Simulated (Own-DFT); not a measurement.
## Calculated data, Hf19Si40 (HfSi2 crystal with one vacancy, atoms displaced)

A calculation, not a measurement: plane-wave density functional theory by an unreviewed code, no spin, of a simulated periodic cell, stress positive in tension, run twice, with PBE and with PBEsol, both on files made for PBE, so the change isn't that of files made for PBEsol, hafnium file: forces about 75 meV/angstrom off all-electron values; forces on such cells moved up to 12 meV/angstrom on a denser k mesh; the far tail of each file's local potential was reset to the Coulomb form; each entry is a single point on an unrelaxed cell, so the pressure reflects the starting lattice, taken from the Materials Project, from which strain is counted, and rises with the displacements; printed positions are rounded, which can move forces by about a meV/angstrom; the program, named Own-DFT, is a retired in-house code; no spin-orbit coupling; stress was not checked against mesh or cutoff. Program: Own-DFT development build.

Common to all runs: functional PBE, then PBEsol; potential files PseudoDojo norm-conserving, scalar-relativistic, standard set; wave cutoff 42 hartree; occupations cold (Marzari-Vanderbilt); smearing width 0.2 eV; k mesh 4 x 4 x 4 centred on Gamma.

(1) 
```cif
# cell vector a (Å): -7.2972 7.0724 -1.7824
# cell vector b (Å): 3.6486 7.0873 5.7379
# cell vector c (Å): 3.6486 3.5213 -8.4115
data_Hf19Si40
_symmetry_space_group_name_H-M 'P 1'
_symmetry_Int_Tables_number 1
_cell_length_a 10.3172
_cell_length_b 9.8217
_cell_length_c 9.8217
_cell_angle_alpha 95.948
_cell_angle_beta 82.474
_cell_angle_gamma 82.474
_cell_volume 970.77
loop_
_atom_site_label
_atom_site_type_symbol
_atom_site_fract_x
_atom_site_fract_y
_atom_site_fract_z
_atom_site_occupancy
Hf1 Hf 0.52760 0.55186 0.75439 1
Hf2 Hf 0.27324 0.26100 0.05177 1
Si1 Si 0.41599 0.30195 0.81604 1
Si2 Si 0.37543 0.50413 0.99461 1
Si3 Si 0.27244 0.59011 0.70673 1
Si4 Si 0.52357 0.20628 0.10500 1
Hf3 Hf 0.72618 0.75047 0.94486 1
Hf4 Hf 0.46760 0.45899 0.23918 1
Si5 Si 0.63032 0.49143 0.99358 1
Si6 Si 0.57819 0.68430 0.19577 1
Si7 Si 0.47125 0.80084 0.90369 1
Si8 Si 0.72131 0.40537 0.29623 1
Hf5 Hf 0.92817 0.93878 0.16312 1
Si9 Si 0.81948 0.69619 0.20725 1
Si10 Si 0.77531 0.90995 0.40060 1
Si11 Si 0.67251 0.99977 0.10765 1
Si12 Si 0.92614 0.61357 0.49563 1
Hf6 Hf 0.02048 0.54791 0.74958 1
Hf7 Hf 0.76888 0.26652 0.05326 1
Si13 Si 0.92763 0.29917 0.80500 1
Si14 Si 0.88154 0.50533 0.99145 1
Si15 Si 0.76942 0.59641 0.71104 1
Si16 Si 0.02252 0.19902 0.10710 1
Hf8 Hf 0.22559 0.74002 0.96482 1
Hf9 Hf 0.98166 0.46109 0.24355 1
Si17 Si 0.12742 0.49487 0.00265 1
Si18 Si 0.07350 0.69948 0.19563 1
Si19 Si 0.97963 0.79788 0.90740 1
Si20 Si 0.23505 0.40441 0.29817 1
Hf10 Hf 0.41594 0.94040 0.15798 1
Hf11 Hf 0.17631 0.64767 0.44759 1
Si21 Si 0.33375 0.69470 0.20744 1
Si22 Si 0.27634 0.89943 0.39302 1
Si23 Si 0.16791 0.00290 0.10494 1
Si24 Si 0.43493 0.60257 0.49510 1
Hf12 Hf 0.62071 0.14385 0.35496 1
Hf13 Hf 0.37906 0.86261 0.64472 1
Si25 Si 0.52386 0.89278 0.41330 1
Si26 Si 0.47787 0.10555 0.59699 1
Si27 Si 0.38251 0.18414 0.29747 1
Si28 Si 0.62447 0.80048 0.68988 1
Hf14 Hf 0.81592 0.34353 0.56235 1
Hf15 Hf 0.57527 0.05614 0.84064 1
Si29 Si 0.72324 0.09556 0.60392 1
Si30 Si 0.67448 0.30023 0.79891 1
Si31 Si 0.56822 0.40007 0.49754 1
Si32 Si 0.82974 0.99889 0.89594 1
Hf16 Hf 0.13401 0.14589 0.35304 1
Hf17 Hf 0.87732 0.86146 0.64723 1
Si33 Si 0.02099 0.91077 0.39808 1
Si34 Si 0.96929 0.11499 0.59444 1
Si35 Si 0.87679 0.20069 0.30557 1
Si36 Si 0.14032 0.80024 0.69098 1
Hf18 Hf 0.33274 0.34647 0.55328 1
Hf19 Hf 0.07890 0.05978 0.84842 1
Si37 Si 0.22493 0.10830 0.60503 1
Si38 Si 0.17145 0.30600 0.80487 1
Si39 Si 0.08219 0.40348 0.50764 1
Si40 Si 0.32420 0.00576 0.90237 1
_calc_PBE_pressure 2.78  # GPa
_calc_PBE_stress_xx -2.91  # GPa
_calc_PBE_stress_yy -3.03  # GPa
_calc_PBE_stress_zz -2.41  # GPa
_calc_PBE_stress_yz -0.07  # GPa
_calc_PBE_stress_xz -0.09  # GPa
_calc_PBE_stress_xy -0.04  # GPa
_calc_PBEsol_pressure -0.36  # GPa
_calc_PBEsol_stress_xx -0.09  # GPa
_calc_PBEsol_stress_yy 0.2  # GPa
_calc_PBEsol_stress_zz 0.98  # GPa
_calc_PBEsol_stress_yz -0.03  # GPa
_calc_PBEsol_stress_xz -0.11  # GPa
_calc_PBEsol_stress_xy -0.05  # GPa
_calc_rms_change_of_force_components_from_PBE_to_PBEsol 0.03  # eV/angstrom
```

Force:
```tsv
force element	PBE force x (eV/Å)	PBE force y (eV/Å)	PBE force z (eV/Å)	PBEsol force x (eV/Å)	PBEsol force y (eV/Å)	PBEsol force z (eV/Å)
Hf	0.356	-1.259	-0.287	0.361	-1.239	-0.276
Hf	-0.315	-0.676	-0.076	-0.31	-0.675	-0.101
Si	-1.087	0.101	1.013	-1.098	0.086	0.986
Si	-0.076	0.191	-0.454	-0.056	0.213	-0.443
Si	-0.418	0.563	0.095	-0.434	0.535	0.036
Si	-0.996	-0.452	0.894	-0.989	-0.412	0.961
Hf	0.724	0.378	-1.599	0.705	0.38	-1.54
Hf	-1.419	0.698	-1.268	-1.408	0.676	-1.285
Si	0.752	0.523	0.738	0.745	0.513	0.719
Si	0.268	1.088	0.251	0.281	1.052	0.272
Si	-0.516	0.2	-0.07	-0.527	0.177	-0.127
Si	0.553	1.35	-0.169	0.523	1.31	-0.101
Hf	0.613	-0.418	1.568	0.601	-0.397	1.577
Si	0.222	0.034	0.01	0.182	0.054	0.021
Si	-0.111	-0.809	-0.85	-0.118	-0.771	-0.804
Si	-0.674	-0.38	0.109	-0.673	-0.385	0.053
Si	0.651	-1.306	0.152	0.625	-1.242	0.18
Hf	0.103	0.844	-0.9	0.1	0.841	-0.865
Hf	-1.884	-0.923	-0.242	-1.861	-0.92	-0.269
Si	0.337	-0.132	0.417	0.339	-0.139	0.411
Si	0.589	-0.105	-0.585	0.591	-0.101	-0.567
Si	-1.218	-0.022	1.016	-1.212	-0.026	0.916
Si	0.156	0.29	1.144	0.152	0.313	1.212
Hf	-0.098	0.278	1.392	-0.098	0.285	1.41
Hf	0.521	-0.897	-0.8	0.48	-0.897	-0.813
Si	0.348	0.31	0.687	0.35	0.322	0.66
Si	0	0.385	-0.761	0.001	0.388	-0.744
Si	-0.395	-0.27	0.172	-0.407	-0.277	0.115
Si	0.885	-0.976	-0.313	0.865	-0.944	-0.256
Hf	-1.202	0.701	0.04	-1.17	0.704	0.075
Hf	-0.035	1.043	0.739	-0.04	1.013	0.68
Si	0.843	-0.429	0.986	0.832	-0.447	0.969
Si	0.577	-0.031	-0.806	0.579	-0.015	-0.784
Si	-1.275	-0.167	-0.606	-1.278	-0.183	-0.675
Si	0.832	0.829	0.629	0.877	0.808	0.685
Hf	-0.487	0.749	-0.432	-0.475	0.748	-0.393
Hf	0.229	-0.583	-0.622	0.244	-0.578	-0.648
Si	-0.943	0	0.755	-0.907	-0.006	0.756
Si	0.39	-0.263	-0.392	0.395	-0.253	-0.381
Si	1.8	0.443	-0.41	1.808	0.409	-0.473
Si	-0.498	-0.091	0.404	-0.458	-0.055	0.438
Hf	-0.679	1.045	1.194	-0.686	1.033	1.175
Hf	0.495	0.35	-0.97	0.488	0.334	-0.99
Si	0.068	0.3	0.604	0.072	0.303	0.582
Si	0.216	-0.154	-0.175	0.205	-0.16	-0.159
Si	-1.048	0.926	-0.423	-1.047	0.858	-0.525
Si	1.101	0.672	0.032	1.094	0.664	0.093
Hf	1.096	-0.069	0.008	1.077	-0.076	0.046
Hf	-0.551	-0.137	-0.037	-0.534	-0.135	-0.075
Si	-0.466	0.166	-1.04	-0.469	0.16	-1.016
Si	-0.6	-0.139	-1.115	-0.592	-0.135	-1.082
Si	0.652	-0.277	-0.392	0.663	-0.288	-0.461
Si	1.708	-0.233	0.042	1.703	-0.214	0.101
Hf	0.656	-1.168	-0.385	0.653	-1.149	-0.339
Hf	-0.063	-0.722	0.225	-0.062	-0.712	0.185
Si	-0.284	-0.174	0.106	-0.294	-0.181	0.104
Si	-0.418	-0.123	0.157	-0.416	-0.127	0.159
Si	0.045	-1.113	0.423	0.048	-1.097	0.37
Si	-0.028	0.04	0.182	-0.022	0.057	0.244
```

(2) 
```cif
# cell vector a (Å): -7.2972 7.0724 -1.7824
# cell vector b (Å): 3.6486 7.0873 5.7379
# cell vector c (Å): 3.6486 3.5213 -8.4115
data_Hf19Si40
_symmetry_space_group_name_H-M 'P 1'
_symmetry_Int_Tables_number 1
_cell_length_a 10.3172
_cell_length_b 9.8217
_cell_length_c 9.8217
_cell_angle_alpha 95.948
_cell_angle_beta 82.474
_cell_angle_gamma 82.474
_cell_volume 970.77
loop_
_atom_site_label
_atom_site_type_symbol
_atom_site_fract_x
_atom_site_fract_y
_atom_site_fract_z
_atom_site_occupancy
Hf1 Hf 0.52601 0.54500 0.76205 1
Hf2 Hf 0.27638 0.26324 0.04840 1
Si1 Si 0.42070 0.29728 0.80138 1
Si2 Si 0.38069 0.49800 0.00222 1
Si3 Si 0.27182 0.58394 0.70721 1
Si4 Si 0.52812 0.20552 0.09838 1
Hf3 Hf 0.72013 0.75184 0.96017 1
Hf4 Hf 0.48574 0.45288 0.24277 1
Si5 Si 0.63161 0.50238 0.99690 1
Si6 Si 0.57479 0.70024 0.20010 1
Si7 Si 0.47070 0.80494 0.91201 1
Si8 Si 0.71731 0.40360 0.30274 1
Hf5 Hf 0.92752 0.93996 0.15281 1
Hf6 Hf 0.67658 0.64556 0.44256 1
Si9 Si 0.82410 0.69543 0.19363 1
Si10 Si 0.76354 0.91028 0.40619 1
Si11 Si 0.67501 0.99216 0.10075 1
Si12 Si 0.91734 0.59894 0.49525 1
Hf7 Hf 0.02127 0.53808 0.75620 1
Hf8 Hf 0.77397 0.25786 0.04270 1
Si13 Si 0.92279 0.30147 0.79533 1
Si14 Si 0.87475 0.49922 0.00344 1
Si15 Si 0.77384 0.60598 0.71089 1
Si16 Si 0.02488 0.20061 0.09788 1
Hf9 Hf 0.22398 0.74791 0.95834 1
Hf10 Hf 0.97993 0.45572 0.24389 1
Si17 Si 0.13174 0.49908 0.00327 1
Si18 Si 0.08472 0.70387 0.19923 1
Si19 Si 0.97072 0.80638 0.90443 1
Si20 Si 0.22132 0.39587 0.30506 1
Hf11 Hf 0.42571 0.94593 0.16055 1
Hf12 Hf 0.17635 0.64697 0.45058 1
Si21 Si 0.33042 0.70034 0.20138 1
Si22 Si 0.27657 0.89755 0.40626 1
Si23 Si 0.17392 0.00307 0.10289 1
Si24 Si 0.41840 0.60332 0.49890 1
Hf13 Hf 0.62400 0.13795 0.34269 1
Hf14 Hf 0.37263 0.85166 0.64027 1
Si25 Si 0.51665 0.89806 0.39515 1
Si26 Si 0.48067 0.08896 0.59606 1
Si27 Si 0.36906 0.18470 0.30584 1
Si28 Si 0.61972 0.80964 0.70280 1
Hf15 Hf 0.82593 0.33886 0.55249 1
Hf16 Hf 0.57870 0.05292 0.84292 1
Si29 Si 0.72893 0.10127 0.60000 1
Si30 Si 0.66920 0.29358 0.80468 1
Si31 Si 0.57773 0.40111 0.51106 1
Si32 Si 0.82437 0.00549 0.89538 1
Hf17 Hf 0.13719 0.13610 0.34049 1
Hf18 Hf 0.87874 0.84725 0.65107 1
Si33 Si 0.03254 0.89850 0.39289 1
Si34 Si 0.96530 0.10537 0.60918 1
Si35 Si 0.87346 0.19081 0.30664 1
Si36 Si 0.12154 0.79655 0.70337 1
Hf19 Hf 0.32482 0.33991 0.55737 1
Si37 Si 0.21723 0.09736 0.60124 1
Si38 Si 0.17957 0.30817 0.79939 1
Si39 Si 0.07260 0.39722 0.50328 1
Si40 Si 0.32846 0.00466 0.89950 1
_calc_PBE_pressure 2.8  # GPa
_calc_PBE_stress_xx -2.39  # GPa
_calc_PBE_stress_yy -3.79  # GPa
_calc_PBE_stress_zz -2.22  # GPa
_calc_PBE_stress_yz 0.62  # GPa
_calc_PBE_stress_xz -0.14  # GPa
_calc_PBE_stress_xy -0.14  # GPa
_calc_PBEsol_pressure -0.35  # GPa
_calc_PBEsol_stress_xx 0.41  # GPa
_calc_PBEsol_stress_yy -0.53  # GPa
_calc_PBEsol_stress_zz 1.18  # GPa
_calc_PBEsol_stress_yz 0.65  # GPa
_calc_PBEsol_stress_xz -0.13  # GPa
_calc_PBEsol_stress_xy -0.14  # GPa
_calc_rms_change_of_force_components_from_PBE_to_PBEsol 0.03  # eV/angstrom
```

Force:
```tsv
force element	PBE force x (eV/Å)	PBE force y (eV/Å)	PBE force z (eV/Å)	PBEsol force x (eV/Å)	PBEsol force y (eV/Å)	PBEsol force z (eV/Å)
Hf	0.306	-0.102	0.621	0.302	-0.098	0.646
Hf	-0.466	-0.739	-0.394	-0.458	-0.729	-0.432
Si	-0.416	0.341	0.066	-0.418	0.337	0.062
Si	0.262	0.101	0.26	0.253	0.101	0.258
Si	0.307	0.739	-0.016	0.304	0.71	-0.069
Si	0.063	-0.708	0.072	0.068	-0.672	0.117
Hf	-0.948	-0.671	-0.245	-0.94	-0.656	-0.208
Hf	1.641	-1.001	0.172	1.616	-0.993	0.139
Si	0.235	-0.173	-0.216	0.238	-0.176	-0.208
Si	-0.252	0.085	-0.232	-0.258	0.084	-0.224
Si	-0.919	-0.567	-0.121	-0.921	-0.574	-0.196
Si	-2.036	0.28	-0.224	-2.023	0.287	-0.156
Hf	0.844	0.315	-0.048	0.845	0.32	-0.033
Hf	1.569	0.931	0.631	1.553	0.9	0.581
Si	0.174	0.571	-0.369	0.18	0.587	-0.366
Si	-1.285	-0.323	-0.567	-1.296	-0.329	-0.54
Si	0.192	0.414	0.271	0.191	0.391	0.206
Si	-0.408	0.839	-0.122	-0.405	0.832	-0.064
Hf	0.294	0.645	0.246	0.278	0.643	0.28
Hf	-0.121	0.196	-0.625	-0.079	0.177	-0.646
Si	-0.12	-0.012	-0.883	-0.081	0.015	-0.845
Si	-0.204	0.145	0.249	-0.226	0.14	0.244
Si	-0.403	-0.974	-0.069	-0.4	-0.964	-0.128
Si	-0.094	-0.523	0.836	-0.059	-0.469	0.874
Hf	-0.482	-0.147	0.176	-0.49	-0.14	0.176
Hf	0.605	-0.624	-0.076	0.601	-0.623	-0.116
Si	0.353	-0.034	0.497	0.357	-0.038	0.481
Si	0.312	-0.593	-0.438	0.31	-0.604	-0.416
Si	-0.77	-0.241	-0.239	-0.757	-0.278	-0.331
Si	-1.019	0.727	0.484	-1.024	0.727	0.546
Hf	-0.13	-0.599	0.306	-0.125	-0.584	0.325
Hf	0.541	-0.232	0.984	0.531	-0.237	0.931
Si	0.172	-0.288	-0.124	0.169	-0.282	-0.119
Si	0.113	-0.502	0.388	0.111	-0.498	0.383
Si	-1.264	-0.799	0.583	-1.256	-0.791	0.466
Si	-0.934	0.269	-0.338	-0.922	0.278	-0.272
Hf	1.148	1.179	-0.81	1.13	1.17	-0.773
Hf	0.495	0.516	-0.845	0.454	0.505	-0.859
Si	-0.512	0.545	-0.655	-0.511	0.539	-0.636
Si	0.542	0.215	0.396	0.55	0.209	0.384
Si	-0.601	1.831	0.197	-0.607	1.778	0.147
Si	-1.006	-0.595	0.116	-0.99	-0.568	0.169
Hf	0.974	0.769	0.126	0.971	0.768	0.151
Hf	0.827	0.097	-0.109	0.813	0.087	-0.143
Si	0.159	-0.614	0.022	0.175	-0.6	0.021
Si	-0.094	0.597	0.697	-0.093	0.591	0.675
Si	0.084	-1.103	-0.074	0.09	-1.087	-0.132
Si	-0.538	1.056	0.235	-0.496	1.024	0.301
Hf	3.021	-0.001	-1.305	2.981	0.014	-1.252
Hf	0.507	-0.215	1.551	0.52	-0.237	1.482
Si	0.588	-0.267	-0.521	0.601	-0.26	-0.504
Si	-1.278	0.116	-0.592	-1.282	0.085	-0.546
Si	-0.418	0.278	0.365	-0.412	0.253	0.309
Si	-0.257	1.038	0.16	-0.291	1.008	0.219
Hf	-0.588	-0.154	0.281	-0.564	-0.146	0.312
Si	0.211	0.126	-0.415	0.177	0.144	-0.39
Si	0.179	-0.949	-0.764	0.184	-0.917	-0.715
Si	-0.15	-0.477	-0.501	-0.135	-0.477	-0.56
Si	0.993	-0.731	0.952	0.967	-0.677	0.997
```
